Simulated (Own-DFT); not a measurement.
# Computed records: Al5Ga3N8 (wurtzite random alloy, atoms displaced)

Computed with Own-DFT development build. A calculation, not a measurement: plane-wave PBE density functional theory by an unreviewed code, no spin, of a simulated periodic cell, stress positive in tension, free energy of the whole cell less one offset for each atom, forces on such cells passed a denser k mesh, this cell's mesh not checked; offsets are fitted by least squares, one for each functional and potential file, so energies compare only between cells with the same atoms and settings and are not formation energies; the far tail of each file's local potential was reset to the Coulomb form; each entry is a single point on an unrelaxed cell, so the pressure reflects the starting lattice, mostly measured values, from which strain is counted, and rises with the displacements; printed positions are rounded, which can move forces by about a meV/angstrom; the program is a retired in-house code; no spin-orbit coupling.

Common to all runs: functional PBE; potential files PseudoDojo norm-conserving, scalar-relativistic, standard set; wave cutoff 42 hartree; occupations Fermi-Dirac; smearing width 0.05 eV; k mesh 3 x 3 x 3 centred on Gamma.

(1) 
```xyz
128
Lattice="12.5635 0.0000 0.0000 -6.2817 10.8803 0.0000 0.0000 0.0000 10.1163" Properties=species:S:1:pos:R:3:force_x:R:1:force_y:R:1:force_z:R:1 formula=Al5Ga3N8 free_energy_of_cell_above_offsets=-24.583 pressure=5.64 stress_xx=-5.48 stress_yy=-5.77 stress_zz=-5.66 stress_yz=-0.47 stress_xz=0.31 stress_xy=0.83
Al    -0.0213     1.8139    10.0927       0.67      -0.94     -0.019
Ga     1.5604     0.8989     2.5469      0.323     -0.222     -0.964
N      0.0099     1.7841     1.9061     -1.061      0.735      -0.63
N      1.5537     0.9337     4.4088     -0.382     -1.035      1.705
Al    -0.0022     1.7980     5.0182      0.416      0.808      0.916
Ga     1.6142     0.9675     7.5621     -0.995     -0.339      0.382
N      0.0066     1.8047     6.9587     -1.055      1.064     -0.193
N      1.5468     0.8469     9.4473       0.55      0.763      2.111
Ga    -1.5665     4.5259    10.1003     -0.258     -0.282      1.439
Al    -0.0390     3.5658     2.5066       0.18       0.79      0.242
N     -1.5630     4.5413     1.9784      -0.12     -0.166     -0.202
N      0.0021     3.6413     4.4135       0.86     -1.452     -0.295
Ga    -1.5236     4.5134     5.0727     -1.073      0.247     -1.522
Al     0.0701     3.6259     7.6388     -1.242     -0.383     -1.974
N     -1.5864     4.5931     6.9030      1.801     -0.485      2.642
N     -0.0163     3.6064     9.4668      1.211     -0.076      0.647
Al    -3.1194     7.2691    10.1074     -0.258     -0.351       0.66
Al    -1.5235     6.3746     2.5623     -1.546     -0.844     -0.431
N     -3.1571     7.2329     1.9432      0.227      0.589     -0.413
N     -1.6180     6.3346     4.4177      1.309      1.191      0.624
Al    -3.1126     7.2439     5.0769     -0.422      0.072     -0.736
Al    -1.5892     6.3197     7.5852      0.256      0.581      0.226
N     -3.1274     7.2447     6.9568      -0.44      0.215       0.83
N     -1.5605     6.2997     9.5411      -0.87      1.418     -1.413
Al    -4.6587     9.8781    10.0769     -2.291      2.048      0.924
Al    -3.1577     9.0952     2.5506      0.038     -0.774     -0.546
N     -4.7236     9.9660     1.9352      0.047     -1.265     -0.811
N     -3.1388     9.0704     4.4253     -0.811     -0.591       0.33
Al    -4.7067     9.9404     5.0608      0.407      0.958      0.154
Al    -3.1380     9.0530     7.5911     -0.349      0.492     -0.419
N     -4.6696    10.0702     6.9791     -0.497     -2.747     -0.667
N     -3.1793     9.0934     9.5004      1.833     -1.195     -0.325
Al     3.1819     1.8076    10.0890     -1.946      0.145      0.571
Al     4.7351     0.9205     2.5386     -0.249     -0.016     -0.142
N      3.1278     1.7671     1.8970      1.331      1.274      -0.21
N      4.7246     0.8936     4.4642     -0.227      0.675     -1.334
Ga     3.1311     1.8088     5.0603      0.176      0.578     -0.783
Ga     4.6988     0.9564     7.5910      0.924     -0.748     -0.406
N      3.1587     1.8208     6.9567      0.347      1.043      0.103
N      4.6752     0.9143     9.5172      0.031     -0.276       0.09
Al     1.5456     4.5493    10.0964      0.309     -0.538       0.72
Al     3.0861     3.6629     2.5009      0.797     -1.219      0.506
N      1.5532     4.4888     1.9586     -0.849      0.229     -1.447
N      3.1598     3.6893     4.4319     -0.262     -0.167     -0.282
Al     1.5489     4.4799     5.0150      0.333      0.553      0.022
Ga     3.1537     3.6560     7.5821     -0.101     -0.093      -0.13
N      1.5558     4.5302     6.9211     -0.295      0.622       0.47
N      3.1488     3.6385     9.5152     -0.231      0.141      0.918
Ga     0.0253     7.2209     0.0557     -1.064      0.803      -0.98
Ga     1.5539     6.3683     2.5625     -0.093     -0.664     -0.683
N     -0.0383     7.2779     1.9227      0.201     -1.252      0.617
N      1.4965     6.3230     4.4455      0.401     -0.411       1.04
Al     0.0383     7.2443     5.0671     -1.722      0.033      0.139
Al     1.5527     6.3295     7.5850       0.15      0.329     -0.325
N     -0.0107     7.2356     6.9991      0.058     -0.288      -0.61
N      1.5511     6.3652     9.5058     -0.338     -2.124     -1.149
Al    -1.6067    10.0401    10.1106      0.534     -1.612      0.112
Ga    -0.0466     9.0325     2.5243      0.927      0.933      0.286
N     -1.5544     9.9524     1.9361     -1.468      1.467      -0.85
N     -0.0312     9.0533     4.4508       1.04     -1.103      0.483
Ga    -1.5606     9.9858     5.0214     -0.554     -0.312      0.956
Al    -0.0328     9.0192     7.5267      0.292      1.198        0.8
N     -1.6190     9.9955     6.9909      0.816     -0.917      0.265
N     -0.0600     9.0201     9.4745      0.367      1.556      0.045
Ga     6.2431     1.8303    10.0943      0.771     -0.465       0.55
Al     7.9009     0.9191     2.4714      -0.72     -0.008      0.659
N      6.2826     1.9148     1.9164      0.078     -2.253      0.771
N      7.8233     0.8704     4.4692      1.257      1.471     -1.804
Ga     6.2809     1.8188     5.0741      0.012     -0.309     -0.269
Ga     7.8323     0.8697     7.6019      1.061      1.069     -0.249
N      6.3714     1.8287     6.9651     -1.822     -0.283      0.481
N      7.8504     0.9228     9.4684      0.507     -0.545      2.142
Al     4.7059     4.5919     0.0222     -0.204     -0.981      0.199
Al     6.2435     3.6118     2.5334      0.373      1.479      0.445
N      4.6576     4.5781     1.9776      0.542     -1.396     -1.096
N      6.2300     3.6227     4.5010      1.037      0.906     -1.253
Al     4.7404     4.5591     5.0186     -0.987      0.037      0.709
Ga     6.2860     3.5987     7.5927      0.367      0.762      0.409
N      4.7215     4.5306     6.9678      0.248      0.159      -1.03
N      6.2502     3.6191     9.5700      0.076      1.799     -0.309
Ga     3.0942     7.2107    10.0531      0.831      1.374      1.248
Al     4.7012     6.2936     2.5166     -0.465      1.745      0.831
N      3.1216     7.2413     1.9267      0.789     -0.825     -0.094
N      4.6949     6.3627     4.4729      0.925     -0.273     -0.715
Ga     3.0990     7.2323     5.0692      0.185      0.023      -0.07
Ga     4.7507     6.3515     7.5833     -1.328     -0.178     -0.077
N      3.1117     7.3098     6.9870     -0.634     -1.355      0.549
N      4.6659     6.3344     9.4981      0.679     -0.649      0.408
Al     1.5601     9.9534    10.1144      -0.19      -0.12     -0.543
Ga     3.1204     9.0301     2.5543      0.794      0.457     -0.454
N      1.5773     9.9463     1.9155      -0.51      1.352     -0.579
N      3.1519     9.0826     4.4824      0.217     -0.709     -0.373
Ga     1.6023     9.9839     5.0041     -1.035     -0.459      1.255
Al     3.1147     9.0431     7.5371      0.314      1.253      1.241
N      1.6018    10.0283     7.0131     -0.971     -2.953     -0.723
N      3.1538     9.0643     9.5178     -1.575     -0.033     -1.131
Al     9.4371     1.8217    10.1053     -0.424      0.191      0.076
Al    11.0367     0.8963     2.5355       -0.7     -0.058      0.032
N      9.4376     1.8744     1.9125      0.192     -1.328     -0.114
N     11.0413     0.9187     4.5016     -1.235      0.412     -1.417
Al     9.3949     1.7852     5.0959      0.398       0.61     -1.446
Al    10.9336     0.9174     7.5654      1.076      0.215       0.42
N      9.4335     1.7961     6.9124      0.234      0.203      1.142
N     10.9735     0.9107     9.5354     -0.057      1.168     -0.986
Al     7.8457     4.5347    10.1024     -0.234      0.476      0.515
Al     9.3735     3.6257     2.5082      0.997       0.76      0.821
N      7.8550     4.5438     1.9481     -0.973     -0.018     -0.556
N      9.4086     3.6340     4.4465     -0.702       -1.1     -0.224
Al     7.8421     4.4909     5.0761      0.415      0.517      0.096
Ga     9.4797     3.6568     7.5832      0.275     -1.263      0.197
N      7.9323     4.4833     7.0406     -1.951      1.999     -1.329
N      9.4034     3.6642     9.5305      -0.44     -1.125      0.163
Ga     6.2672     7.2483    10.1120     -0.512      0.567      0.329
Al     7.8370     6.3335     2.5753      0.306      0.213     -0.571
N      6.2286     7.2377     1.9516       0.62     -0.177      0.556
N      7.8680     6.3389     4.4580     -0.583     -0.031        0.7
Al     6.2806     7.2705     5.0444      0.092     -0.499      0.545
Al     7.8304     6.3462     7.6084      0.277     -0.082     -0.744
N      6.2462     7.2578     7.0198      2.022      1.275     -1.189
N      7.8205     6.3951     9.4848       1.44     -1.186      0.173
Ga     4.6943     9.9634    10.1027      0.201      0.215      0.393
Al     6.2797     9.0343     2.5378      -0.02      0.429     -0.089
N      4.7318     9.9633     1.9170      0.281       0.37      1.139
N      6.3122     9.0647     4.4813      0.269     -0.501     -0.685
Ga     4.7304     9.9744     5.0726      0.149      0.151      0.638
Al     6.2755     9.1437     7.6213      0.177     -0.328     -0.852
N      4.6756    10.0092     7.0468      0.357     -0.666     -0.135
N      6.2556     9.0833     9.4778      1.338     -0.163      0.186
```

Units: free_energy_of_cell_above_offsets in eV; pressure, stress_xx, stress_yy, stress_zz, stress_yz, stress_xz, stress_xy in GPa; force_x, force_y, force_z in eV/Å.

(2) 
```xyz
128
Lattice="12.5635 0.0000 0.0000 -6.2817 10.8803 0.0000 0.0000 0.0000 10.1163" Properties=species:S:1:pos:R:3:force_x:R:1:force_y:R:1:force_z:R:1 formula=Al5Ga3N8 free_energy_of_cell_above_offsets=-24.947 pressure=5.56 stress_xx=-6.33 stress_yy=-4.58 stress_zz=-5.76 stress_yz=0.35 stress_xz=0.66 stress_xy=-0.61
Al     0.0397     1.8906     0.0690      -1.11     -2.052     -0.765
Ga     1.6123     0.9610     2.5355       -0.4     -1.336      0.322
N     -0.0096     1.7703     1.9539      1.119      1.907     -0.929
N      1.6122     0.9455     4.4382     -1.966     -1.373      0.941
Al     0.0274     1.8241     5.0621     -0.334     -0.284     -0.484
Al     1.5774     0.9292     7.6163      0.294     -0.364     -0.883
N      0.0319     1.7876     6.9328      0.989     -0.229     -0.232
N      1.5643     0.8974     9.4707     -0.177      0.561      1.015
Ga    -1.5864     4.5370    10.1059       0.43       0.22      0.603
Al     0.0044     3.5552     2.5679     -0.335      1.862     -0.569
N     -1.6094     4.5753     1.9224      1.823     -1.301      0.411
N      0.0030     3.6393     4.4662       -0.1     -1.462     -0.852
Ga    -1.5501     4.5770     5.0672       -0.6     -0.767     -0.128
Ga     0.0218     3.5735     7.5809     -0.534      1.039      0.359
N     -1.6006     4.5449     6.9671      0.915      0.545      0.761
N     -0.0356     3.5728     9.5367      1.635      1.066      0.064
Al    -3.1314     7.2306     0.0038      0.206      0.172      0.062
Ga    -1.5578     6.4003     2.5357     -0.331     -0.654     -0.447
N     -3.1490     7.2270     1.8901     -0.898      0.516      0.049
N     -1.5825     6.3278     4.4265     -0.447      1.688      0.952
Al    -3.1453     7.2429     5.0276      0.157      0.027      0.471
Al    -1.6479     6.3141     7.6148      1.516      0.452      0.218
N     -3.1687     7.2600     7.0434      1.911      0.988     -1.931
N     -1.5507     6.3441     9.5355     -0.065      1.197     -0.861
Al    -4.6530    10.0109    10.0796     -1.164     -0.789       0.71
Ga    -3.1777     9.1043     2.5486      0.618     -0.892     -0.732
N     -4.7364     9.9711     1.9281      0.761      1.227     -1.534
N     -3.2056     9.0580     4.4492      1.462     -0.262      1.403
Al    -4.6985     9.9465     5.0618     -0.355      1.124      0.421
Al    -3.1342     9.0724     7.5386     -0.183      0.143      1.011
N     -4.7238     9.9650     7.0138       0.82      0.709     -0.653
N     -3.1643     9.0445     9.5370      0.696      0.376     -0.838
Al     3.0677     1.8044     0.0125      1.301      0.536     -0.249
Ga     4.7366     0.9275     2.5149     -1.146       -1.1      0.429
N      3.1573     1.8074     1.9525     -0.166      1.567      -1.73
N      4.6532     0.8814     4.4170      1.668     -0.713      1.308
Ga     3.1223     1.7808     5.1084      0.826      0.439     -0.245
Al     4.7532     0.9304     7.6249     -0.498     -0.062     -0.331
N      3.1432     1.8614     6.9912      0.201     -1.273      1.545
N      4.7471     0.9209     9.5654     -2.749      -0.95     -1.187
Al     1.5913     4.5568     0.0171     -0.697     -0.149     -0.259
Al     3.1407     3.6434     2.5191     -0.161     -0.286      0.782
N      1.5951     4.5668     1.9213     -0.546     -1.379       0.23
N      3.1834     3.5900     4.5127     -0.757      0.376     -2.033
Ga     1.5707     4.5001     5.0725      0.568      0.597     -0.176
Al     3.1281     3.6271     7.5526      0.478       0.48      0.225
N      1.5838     4.5220     6.9816      0.177     -0.193      0.409
N      3.0570     3.6048     9.4371      0.343     -0.394      0.891
Al     0.0470     7.2847     0.0354     -1.032     -0.677     -0.251
Al     1.5947     6.3215     2.5489     -0.787      0.805     -0.725
N     -0.0153     7.2232     1.8966      1.796      0.682      0.348
N      1.5652     6.3369     4.4165      0.963      0.197      0.106
Ga     0.0240     7.2685     5.0587     -0.472     -0.762      0.113
Ga     1.6024     6.3571     7.5994     -0.993     -0.385      0.615
N     -0.0166     7.2354     6.9804      -0.95      0.413      0.794
N      1.5518     6.3552     9.5765     -0.024     -0.453     -0.417
Al    -1.6184     9.9895    10.0957      0.951     -0.808      0.662
Ga    -0.0018     9.1394     2.5344      0.703     -2.189      0.017
N     -1.5226     9.9504     1.9694      -2.08      0.942     -1.904
N      0.0262     9.0550     4.4463     -0.394      1.114      0.773
Al    -1.5446     9.9310     5.0280     -0.737      0.548      0.221
Al     0.0073     9.0616     7.5728     -0.515     -0.389      0.712
N     -1.5981     9.9904     6.9750      0.547     -0.092      -0.05
N      0.0154     9.0446     9.5632     -0.263      0.977     -0.929
Ga     6.2936     1.7381    10.0944     -0.239      2.328      0.901
Al     7.8136     0.9364     2.4987      0.683     -0.115      0.888
N      6.2089     1.8141     1.9297       2.61      1.344      0.195
N      7.8870     0.8797     4.4913     -0.698      0.369     -0.847
Al     6.2546     1.7546     5.0285      0.479      0.379      0.551
Al     7.8669     0.9174     7.5968      0.349     -0.449     -0.967
N      6.3317     1.7696     6.9997     -0.956      0.884     -0.636
N      7.7920     0.9321     9.4588       2.68      -1.63       0.31
Ga     4.7086     4.5029     0.0213     -0.184     -0.006      -0.78
Al     6.2537     3.6296     2.5911      0.045      0.381     -1.726
N      4.6436     4.5608     1.9187      0.903     -0.306      1.497
N      6.2792     3.6246     4.4245       0.64     -0.815      0.549
Ga     4.7158     4.5568     5.0308      0.006     -0.258      0.854
Al     6.2895     3.6429     7.5769      0.051     -0.416      0.032
N      4.7173     4.5167     6.9859      0.103     -0.684      0.266
N      6.3199     3.6330     9.5016      0.157     -0.108     -0.513
Ga     3.1530     7.3067    10.1013      0.255     -1.356      0.048
Al     4.6760     6.3674     2.5534      0.348      0.109     -0.648
N      3.1210     7.2735     1.9081      0.157     -0.193      1.164
N      4.6665     6.3709     4.4644      0.655      0.811     -0.635
Al     3.1133     7.2574     5.0572      0.073      0.123      0.374
Ga     4.7630     6.3495     7.5853     -0.858      -0.57       0.44
N      3.1445     7.2090     7.0042      0.401      1.934      -1.12
N      4.7366     6.3224     9.5151      0.602      0.917      0.357
Al     1.5769     9.9693     0.0392     -0.042      0.194     -0.528
Al     3.1485     9.0387     2.5141      -0.27      0.919      0.528
N      1.5442    10.0093     1.9577      1.721      0.323     -1.037
N      3.1521     9.0638     4.4352      -0.08     -0.021       0.43
Al     1.5640     9.9456     5.0834       0.61      0.408     -0.592
Al     3.1784     9.0950     7.5919     -0.691     -0.726     -0.318
N      1.5235     9.9425     6.9583      1.206      0.427      0.698
N      3.1819     9.0751     9.4925     -1.497      1.088     -0.436
Al     9.4047     1.8268    10.0567      0.071      0.079      0.483
Ga    11.0336     0.9302     2.5431     -1.641     -0.897      0.206
N      9.4291     1.7701     1.8879     -1.146      0.348     -0.541
N     10.9508     0.9280     4.4735      1.699     -0.263      0.621
Al     9.4683     1.8248     5.0167     -1.443      0.671       0.85
Ga    11.0288     0.9566     7.5688     -0.619     -0.931      0.856
N      9.4419     1.8383     6.9740     -0.851     -0.824     -0.693
N     10.9695     0.9465     9.5362      0.912       0.29      0.207
Al     7.8522     4.5568    10.0949      0.067     -0.277       0.49
Ga     9.4311     3.6277     2.5024     -0.484     -0.107      0.491
N      7.8279     4.5660     1.9280     -0.859     -0.655     -0.523
N      9.4070     3.6653     4.4781     -0.371     -0.901     -0.145
Al     7.8266     4.5383     5.0367       0.49      0.073     -0.144
Ga     9.3979     3.6630     7.5701      0.173     -0.553     -0.047
N      7.8511     4.5279     6.9236     -1.246      0.459     -0.037
N      9.4425     3.6566     9.4865     -1.724      -0.76      0.684
Al     6.3283     7.2683    10.1098     -0.735     -0.032      0.218
Al     7.8719     6.3224     2.5204     -0.445      0.762     -0.199
N      6.2592     7.2324     1.8999      0.282      -0.37      0.442
N      7.8740     6.3775     4.4297     -0.582     -0.614      0.211
Al     6.2911     7.2231     5.0456     -0.258      0.893     -0.133
Ga     7.8871     6.4012     7.5794     -1.871     -1.296      0.357
N      6.2485     7.2718     6.9520      1.329      1.052     -0.552
N      7.8593     6.3548     9.5232      0.165     -0.052      0.355
Ga     4.7346     9.9448     0.0409      0.349      1.154     -0.464
Ga     6.3098     9.0965     2.5590     -0.954     -0.859     -0.234
N      4.6946     9.9990     1.9439     -0.401     -0.935      0.542
N      6.3182     9.1117     4.4778     -0.817     -0.617      0.908
Al     4.7103    10.0050     5.0926      0.027     -0.594     -0.431
Al     6.3251     9.0930     7.5852     -0.845     -0.644      0.469
N      4.7397     9.9286     6.9987     -0.126       0.37     -0.494
N      6.3231     9.0945     9.5252       0.73     -0.724     -0.675
```

Units: free_energy_of_cell_above_offsets in eV; pressure, stress_xx, stress_yy, stress_zz, stress_yz, stress_xz, stress_xy in GPa; force_x, force_y, force_z in eV/Å.
